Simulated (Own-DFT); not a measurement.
Simulation results for SiSnGe$_{6}$ (diamond-structure random alloy, strained, atoms displaced), Si$_{4}$SnGe$_{11}$ (diamond-structure random alloy, strained, atoms displaced)

Computed with Own-DFT development build. A calculation, not a measurement: plane-wave density functional theory by an unreviewed code, no spin, of a simulated periodic cell, stress positive in tension, run twice, with PBE and with PBEsol, both on files made for PBE, so the change isn't that of files made for PBEsol, forces on such cells moved up to 12 meV/angstrom on a denser k mesh; the far tail of each file's local potential was reset to the Coulomb form; each entry is a single point on an unrelaxed cell, so the pressure reflects the starting lattice, mostly measured values (interpolated for alloys), from which strain is counted, and rises with the displacements; printed positions are rounded, which can move forces by about a meV/angstrom; the program, named Own-DFT, is a retired in-house code; no spin-orbit coupling; stress was not checked against mesh or cutoff.

Settings shared by all entries: functional PBE, then PBEsol; potential files PseudoDojo norm-conserving, scalar-relativistic, standard set; wave cutoff 49 hartree; occupations Fermi-Dirac; smearing width 0.1 eV; k mesh 3 x 3 x 3 centred on Gamma.

(1) SiSnGe$_{6}$ (diamond-structure random alloy, strained, atoms displaced)

```xyz
64
Lattice="11.3523 0.0000 0.0000 0.0000 11.3523 0.0000 0.0000 0.0000 11.4670" Properties=species:S:1:pos:R:3 SiSnGe6
Ge     0.0532     0.0281    11.4045
Ge     0.0024     2.8278     2.7677
Ge     2.7727    11.3136     3.0022
Ge     2.7801     2.7894     0.0379
Ge     1.4377     1.4848     1.3726
Ge     1.4114     4.3088     4.4639
Ge     4.2174     1.3695     4.3012
Ge     4.2938     4.2752     1.4136
Ge    11.3206    11.3266     5.7274
Ge     0.0111     2.8523     8.5598
Ge     2.9223     0.0492     8.5838
Ge     2.8936     2.8430     5.6495
Ge     1.4385     1.3898     7.1434
Ge     1.3691     4.3492    10.0519
Ge     4.1911     1.3491    10.0532
Ge     4.2761     4.2977     7.1715
Sn     0.0709     5.6704     0.0208
Ge    11.3435     8.5275     2.8424
Ge     2.8666     5.7717     2.8865
Si     2.8875     8.5406     0.0937
Ge     1.3903     7.0742     1.3967
Si     1.4913     9.9974     4.3496
Ge     4.2851     7.0975     4.2614
Sn     4.2491     9.9021     1.3863
Ge     0.0212     5.6775     5.7146
Ge    11.3303     8.5294     8.5876
Sn     2.8408     5.7635     8.5659
Ge     2.8195     8.4656     5.6651
Ge     1.5148     7.0688     7.1591
Si     1.3609     9.9054    10.0773
Si     4.1474     7.0397    10.0495
Si     4.2830     9.8597     7.1373
Ge     5.6898     0.0154    11.4279
Ge     5.6736     2.9140     2.8932
Ge     8.4722     0.0515     2.9400
Ge     8.4904     2.8831     0.0007
Ge     7.0964     1.4577     1.4491
Ge     7.1718     4.2994     4.3227
Ge    10.0507     1.3843     4.2677
Ge     9.8254     4.3865     1.2904
Ge     5.6371    11.3349     5.7596
Ge     5.6690     2.8078     8.5603
Si     8.6456    11.3267     8.5538
Ge     8.5159     2.9072     5.7476
Sn     7.1200     1.4398     7.1769
Ge     7.0893     4.2173    10.0214
Ge     9.9675     1.4470    10.0197
Ge     9.8492     4.2697     7.1013
Ge     5.6928     5.7122     0.0909
Sn     5.6638     8.4665     2.8048
Ge     8.4752     5.6992     2.8928
Ge     8.5139     8.5490    11.4205
Sn     7.1796     7.0913     1.4928
Si     7.0818     9.8656     4.3605
Si     9.9636     7.0806     4.3960
Sn    10.0442     9.9212     1.4112
Ge     5.6028     5.7261     5.8342
Ge     5.7182     8.5105     8.5552
Ge     8.5217     5.6536     8.6380
Ge     8.5097     8.5075     5.6879
Ge     7.1380     7.1097     7.1584
Ge     7.1337     9.9570    10.0869
Ge     9.9758     7.0933     9.9925
Sn     9.9369     9.9812     7.1249
```

Results for SiSnGe$_{6}$ (diamond-structure random alloy, strained, atoms displaced): PBE pressure 6.89 GPa; PBE stress xx -7.17 GPa; PBE stress yy -7.07 GPa; PBE stress zz -6.44 GPa; PBE stress yz 0.28 GPa; PBE stress xz -0.22 GPa; PBE stress xy 0.19 GPa; PBEsol pressure 4 GPa; PBEsol stress xx -4.27 GPa; PBEsol stress yy -4.18 GPa; PBEsol stress zz -3.55 GPa; PBEsol stress yz 0.25 GPa; PBEsol stress xz -0.22 GPa; PBEsol stress xy 0.19 GPa; rms change of force components from PBE to PBEsol 0.047 eV/Å.

Force:
```csv
force element,PBE force x (eV/Å),PBE force y (eV/Å),PBE force z (eV/Å),PBEsol force x (eV/Å),PBEsol force y (eV/Å),PBEsol force z (eV/Å)
Ge,0.723,0.799,-0.586,0.664,0.813,-0.533
Ge,-0.264,1.211,0.43,-0.251,1.145,0.42
Ge,-0.08,1.094,-1.342,-0.022,1.112,-1.331
Ge,1.116,1.346,-1.051,1.075,1.292,-1.008
Ge,-0.436,-1.478,1.214,-0.432,-1.417,1.166
Ge,0.481,-0.643,-2.455,0.476,-0.616,-2.364
Ge,0.881,0.401,-0.35,0.841,0.391,-0.329
Ge,-0.846,-0.154,0.381,-0.803,-0.141,0.38
Ge,2.312,1.153,-1.396,2.209,1.155,-1.331
Ge,-0.101,0.297,-0.087,-0.107,0.282,-0.075
Ge,-1.096,-1.96,-0.431,-1.062,-1.835,-0.406
Ge,-0.283,-0.021,1.238,-0.284,-0.019,1.196
Ge,0.219,0.445,-0.145,0.212,0.433,-0.135
Ge,1.355,-3.165,-1.459,1.306,-3.073,-1.416
Ge,0.812,1.256,0.134,0.785,1.205,0.12
Ge,0.299,-1.642,-0.525,0.3,-1.584,-0.52
Sn,-1.538,0.831,-0.325,-1.502,0.812,-0.32
Ge,1.705,-1.486,2.537,1.652,-1.436,2.391
Ge,-0.65,-1.209,-0.161,-0.621,-1.158,-0.153
Si,-2.607,-2.03,-2.965,-2.563,-1.993,-2.842
Ge,2.087,2.131,1.881,2,2.039,1.859
Si,-1.497,-1.249,0.25,-1.465,-1.224,0.244
Ge,-0.824,-0.847,1.543,-0.817,-0.83,1.492
Sn,-0.942,2.984,0.111,-0.855,2.947,0.164
Ge,-0.789,0.673,1.152,-0.718,0.606,1.146
Ge,1.499,-0.696,0.585,1.417,-0.707,0.547
Sn,0.406,-2.051,0.92,0.339,-2.04,0.83
Ge,0.473,0.835,0.334,0.469,0.742,0.332
Ge,-2.796,2.123,-1.801,-2.709,2.052,-1.758
Si,1.388,-0.125,-0.417,1.319,-0.093,-0.433
Si,2.377,2.322,2.003,2.364,2.241,1.936
Si,-0.423,0.32,0.11,-0.408,0.316,0.107
Ge,0.775,0.94,-0.215,0.749,0.906,-0.212
Ge,0.076,-0.558,0.148,0.076,-0.538,0.129
Ge,-0.27,-0.562,0.301,-0.225,-0.512,0.265
Ge,0.055,-0.766,-0.357,0.052,-0.722,-0.35
Ge,-0.279,0.056,0.124,-0.266,0.06,0.121
Ge,-1.257,0.086,0.361,-1.211,0.077,0.339
Ge,-0.949,0.904,0.054,-0.921,0.863,0.048
Ge,-0.529,-1.645,2.381,-0.52,-1.605,2.303
Ge,-0.297,-1.262,-0.697,-0.291,-1.164,-0.683
Ge,-1.398,1.075,1.639,-1.345,1.055,1.585
Si,-1.604,1.122,2.748,-1.573,1.105,2.705
Ge,1.022,-0.465,-1.663,0.99,-0.425,-1.599
Sn,0.589,-1.077,-0.041,0.527,-0.998,-0.077
Ge,-0.709,0.453,0.082,-0.67,0.433,0.082
Ge,-0.331,-0.08,-0.21,-0.28,-0.049,-0.177
Ge,1.126,0.463,0.87,1.084,0.441,0.843
Ge,-0.955,-0.817,-2.199,-0.905,-0.831,-2.094
Sn,0.448,1.316,3.31,0.399,1.24,3.195
Ge,2.569,-1.142,1.755,2.454,-1.138,1.667
Ge,0.667,-0.453,-1.042,0.646,-0.432,-1.01
Sn,1.233,-0.487,-2.582,1.19,-0.492,-2.512
Si,0.164,1.331,-0.083,0.164,1.307,-0.076
Si,-0.058,0.213,-1.255,-0.061,0.208,-1.228
Sn,-1.782,1.359,-0.134,-1.726,1.31,-0.136
Ge,1.066,0.007,-1.08,1.032,0.011,-1.042
Ge,-0.674,-0.014,0.919,-0.593,-0.023,0.886
Ge,-0.09,0.154,-0.321,-0.083,0.145,-0.318
Ge,-0.453,-0.788,-0.555,-0.44,-0.768,-0.47
Ge,-0.018,-0.284,0.236,-0.029,-0.272,0.232
Ge,0.034,0.314,-1.488,0.011,0.27,-1.406
Ge,-0.961,0.701,-0.385,-0.935,0.684,-0.381
Sn,-0.17,-1.559,0.052,-0.11,-1.567,-0.005
```

(2) Si$_{4}$SnGe$_{11}$ (diamond-structure random alloy, strained, atoms displaced)

```xyz
64
Lattice="11.3912 0.0000 0.0000 0.0000 11.3912 0.0000 0.0000 0.0000 11.3064" Properties=species:S:1:pos:R:3 Si4SnGe11
Ge    11.3797    11.3202    11.3063
Ge     0.1055     2.8662     2.8099
Sn     2.9205    11.3493     2.8004
Ge     2.8666     2.8603     0.0616
Sn     1.3892     1.3968     1.3973
Ge     1.3870     4.3609     4.2505
Ge     4.2939     1.4581     4.2211
Ge     4.2639     4.1342     1.3782
Ge    11.3178    11.2917     5.6256
Ge     0.0198     2.8231     8.3940
Ge     2.7864    11.3363     8.4718
Ge     2.9209     2.8095     5.6933
Si     1.3823     1.4440     7.0340
Sn     1.4363     4.2433     9.9477
Si     4.2688     1.4176     9.8929
Ge     4.3087     4.2376     6.9998
Si     0.0168     5.6828     0.0319
Si     0.0465     8.5413     2.7929
Ge     2.8797     5.7357     2.8065
Si     2.8904     8.5108     0.0602
Ge     1.3724     7.1201     1.5079
Ge     1.3501     9.9447     4.2582
Ge     4.2901     7.1343     4.2640
Si     4.3249    10.0042     1.3939
Si     0.1393     5.6529     5.6724
Si    11.3698     8.4924     8.4547
Ge     2.7934     5.7717     8.4277
Ge     2.8899     8.5384     5.6569
Ge     1.4369     7.0869     7.0462
Si     1.4404     9.9811     9.8744
Ge     4.2539     7.0739     9.9442
Ge     4.3388    10.0141     7.0733
Ge     5.6903     0.0274    11.2974
Ge     5.7096     2.9260     2.8503
Si     8.5226     0.1176     2.8492
Ge     8.5924     2.8932     0.0537
Ge     7.1223     1.4901     1.3611
Ge     7.1160     4.2562     4.2400
Ge     9.9381     1.4514     4.1691
Ge    10.0651     4.2920     1.4116
Si     5.7425    11.3064     5.6820
Ge     5.6701     2.9235     8.4864
Si     8.5379     0.0565     8.4119
Ge     8.5218     2.7927     5.7179
Ge     7.0939     1.4298     7.0496
Si     7.2054     4.2787     9.8921
Ge     9.9624     1.3453     9.9132
Ge     9.8785     4.1233     7.0831
Ge     5.7100     5.7364     0.0264
Ge     5.7003     8.5204     2.8023
Sn     8.5851     5.6293     2.9168
Ge     8.5329     8.5138     0.0224
Ge     7.1031     7.0755     1.4154
Ge     7.0956    10.0039     4.2775
Si     9.9673     7.1038     4.2533
Ge     9.8377     9.9213     1.3766
Si     5.7067     5.6495     5.5623
Ge     5.6583     8.4978     8.5346
Ge     8.5470     5.7184     8.4972
Ge     8.5220     8.5030     5.7122
Ge     7.2465     7.1091     7.0012
Si     7.1632    10.0379    10.0270
Ge    10.0029     7.1188     9.9366
Ge     9.9221     9.9244     7.0648
```

Results for Si$_{4}$SnGe$_{11}$ (diamond-structure random alloy, strained, atoms displaced): PBE pressure 3.02 GPa; PBE stress xx -2.88 GPa; PBE stress yy -2.82 GPa; PBE stress zz -3.36 GPa; PBE stress yz -0.46 GPa; PBE stress xz -0.03 GPa; PBE stress xy -0.2 GPa; PBEsol pressure 0.42 GPa; PBEsol stress xx -0.28 GPa; PBEsol stress yy -0.22 GPa; PBEsol stress zz -0.76 GPa; PBEsol stress yz -0.45 GPa; PBEsol stress xz -0.01 GPa; PBEsol stress xy -0.18 GPa; rms change of force components from PBE to PBEsol 0.046 eV/Å.

Force:
```csv
force element,PBE force x (eV/Å),PBE force y (eV/Å),PBE force z (eV/Å),PBEsol force x (eV/Å),PBEsol force y (eV/Å),PBEsol force z (eV/Å)
Ge,-0.956,-1.153,-1.081,-0.967,-1.071,-1.025
Ge,-1.667,1.158,1.406,-1.625,1.133,1.358
Sn,0.16,-0.99,1.494,0.108,-0.904,1.501
Ge,1.432,-1.37,-1.152,1.367,-1.295,-1.082
Sn,-0.305,0.21,-1.024,-0.297,0.218,-0.989
Ge,1.374,-0.856,-0.12,1.371,-0.869,-0.173
Ge,1.423,-0.03,1.269,1.352,0.007,1.206
Ge,0.602,2.06,0.681,0.578,1.996,0.669
Ge,0.183,1.324,0.323,0.159,1.248,0.285
Ge,-0.744,-1.089,0.407,-0.766,-1.021,0.428
Ge,0.281,1.115,-0.107,0.313,1.06,-0.134
Ge,-1.288,-0.002,-0.507,-1.199,0.031,-0.52
Si,0.345,-0.904,-0.3,0.337,-0.883,-0.293
Sn,-0.219,0.57,-1.045,-0.171,0.516,-1.055
Si,-0.319,0.156,-0.247,-0.312,0.152,-0.239
Ge,-0.117,1.354,0.363,-0.145,1.264,0.374
Si,-0.631,1.254,0.665,-0.623,1.227,0.66
Si,-1.64,0.171,0.779,-1.567,0.196,0.731
Ge,0.157,-0.672,0.092,0.134,-0.649,0.098
Si,-0.487,0.744,-0.234,-0.479,0.658,-0.232
Ge,0.493,0.046,-1.206,0.524,0.001,-1.141
Ge,0.284,-1.015,0.026,0.301,-0.951,0.06
Ge,0.239,-0.363,-0.194,0.195,-0.318,-0.227
Si,0.781,-1.887,-1.162,0.809,-1.814,-1.105
Si,-2.439,0.449,0.256,-2.348,0.411,0.273
Si,0.53,0.615,0.399,0.486,0.572,0.359
Ge,1.526,-0.62,0.071,1.477,-0.596,0.073
Ge,-0.407,0.422,0.216,-0.394,0.403,0.204
Ge,-0.567,0.963,-0.221,-0.471,0.922,-0.201
Si,-0.238,-1.457,0.375,-0.231,-1.361,0.365
Ge,-0.455,0.404,-0.21,-0.405,0.362,-0.239
Ge,-0.409,-0.567,0.194,-0.443,-0.595,0.225
Ge,-0.088,0.072,-0.084,-0.051,0.11,-0.044
Ge,0.12,-0.979,-0.206,0.111,-0.949,-0.206
Si,-0.458,-0.998,-0.614,-0.449,-0.973,-0.604
Ge,0.149,-0.053,-0.934,0.173,-0.087,-0.869
Ge,-0.161,-0.274,0.852,-0.182,-0.232,0.799
Ge,-0.922,-1.052,1.661,-0.87,-1.054,1.565
Ge,0.486,0.077,0.51,0.504,0.105,0.533
Ge,0.49,-0.608,-0.468,0.439,-0.634,-0.415
Si,-0.46,1.414,-0.262,-0.448,1.384,-0.258
Ge,0.534,-0.63,0.738,0.513,-0.609,0.646
Si,-0.285,-0.766,1.041,-0.247,-0.715,0.984
Ge,-0.348,-0.16,-1.346,-0.337,-0.153,-1.292
Ge,-0.558,-0.65,0.468,-0.528,-0.56,0.439
Si,-0.717,0.227,0.279,-0.699,0.227,0.271
Ge,-0.067,0.476,-0.684,-0.029,0.487,-0.626
Ge,1.193,1.933,-0.028,1.136,1.838,-0.003
Ge,0.007,-1.491,-0.536,-0.015,-1.41,-0.497
Ge,-0.052,0.673,-0.061,-0.02,0.619,-0.027
Sn,0.261,0.747,-1.058,0.202,0.67,-1.076
Ge,-0.719,-0.173,-0.623,-0.657,-0.192,-0.564
Ge,-0.01,0.735,-0.008,-0.024,0.715,-0.012
Ge,0.639,-0.273,-0.612,0.622,-0.334,-0.592
Si,2.077,1.207,1.229,1.974,1.184,1.212
Ge,1.132,0.683,1.467,1.102,0.652,1.356
Si,0.251,0.467,0.783,0.248,0.453,0.763
Ge,1.185,0.585,0.108,1.116,0.547,0.087
Ge,0.357,-0.58,0.103,0.373,-0.53,0.066
Ge,0.995,0.726,-1.74,0.931,0.728,-1.638
Ge,-2.353,-0.975,0.866,-2.235,-0.913,0.858
Si,0.023,-0.363,-1.729,-0.005,-0.382,-1.653
Ge,0.305,-0.132,-0.194,0.224,-0.132,-0.189
Ge,0.069,0.096,0.88,0.062,0.09,0.773
```
